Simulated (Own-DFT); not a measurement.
# A layer strained by its substrate: grey tin, 64 atoms (Sn64)

Everything here is calculated. The program is Own-DFT (plane waves, in-house, since retired, never reviewed by a person); positions were held fixed, and spin and spin-orbit coupling were off.

Common settings: PBE; PseudoDojo norm-conserving scalar-relativistic files; cutoff 42 hartree; 3 x 3 x 3 k mesh centred on Gamma; cold (Marzari-Vanderbilt) smearing of 0.2 eV.

Known weak points: forces on such cells moved up to 12 meV/angstrom on a denser k mesh; stress not checked against mesh or cutoff.

Unstrained cell vectors in Å: (12.978, 0.000, 0.000); (0.000, 12.978, 0.000); (0.000, 0.000, 12.978). The unstrained cell has measured lattice constants (interpolated for alloys), not those of this functional. That, the random moves and any unrelaxed bonds set the pressure at no strain. Each run strains x and y alike by e, as a substrate would, and holds the height along z. Each coordinate of each atom was shifted by a normal deviate of width 0.05 Å. Stress is positive in tension.

| e (%) | u (Å) | (s_xx + s_yy)/2 (GPa) | s_zz (GPa) |
|---|---|---|---|
| -2.50 | 0.051 | -6.83 | -6.14 |
| -2.50 | 0.051 | -6.85 | -6.11 |
| -2.00 | 0.049 | -6.11 | -5.45 |
| -2.00 | 0.051 | -6.13 | -5.54 |
| -1.50 | 0.050 | -5.44 | -4.99 |
| -1.50 | 0.050 | -5.51 | -5.09 |
| -1.00 | 0.051 | -4.81 | -4.46 |
| -1.00 | 0.045 | -4.73 | -4.44 |
| -0.50 | 0.053 | -4.25 | -4.14 |
| -0.50 | 0.051 | -4.22 | -4.07 |
| 0.25 | 0.049 | ? | ? |
| 0.75 | 0.048 | -2.77 | -2.95 |
| 0.75 | 0.047 | -2.77 | -2.96 |

## Working it out

With e as a fraction, the in-plane stress is -3.6 + 115 e - 550 e² GPa (errors 2 and 102, scatter 0.04), and s_zz is -3.6 + 87 e - 537 e² GPa (slope ± 3, scatter 0.07). At e = 0 the first slope is C11 + C12 and the second 2 C12, both with the ions held to the strained lattice and at the cell's own pressure. The term in e² is negative: the layer stiffens under compression and softens under tension. A free layer would change its height as e changes, and the in-plane slope would drop by 2 C12²/C11 to the biaxial modulus. At fixed height, a misfit of 1 % moves the in-plane stress by about 1.2 GPa and s_zz by 0.9 GPa.

## Test on the hidden row

Asked: what are the two stresses at e = 0.25 %?

The fit gives -3.3 and -3.4 GPa. The hidden result is -3.29 and -3.40 GPa.
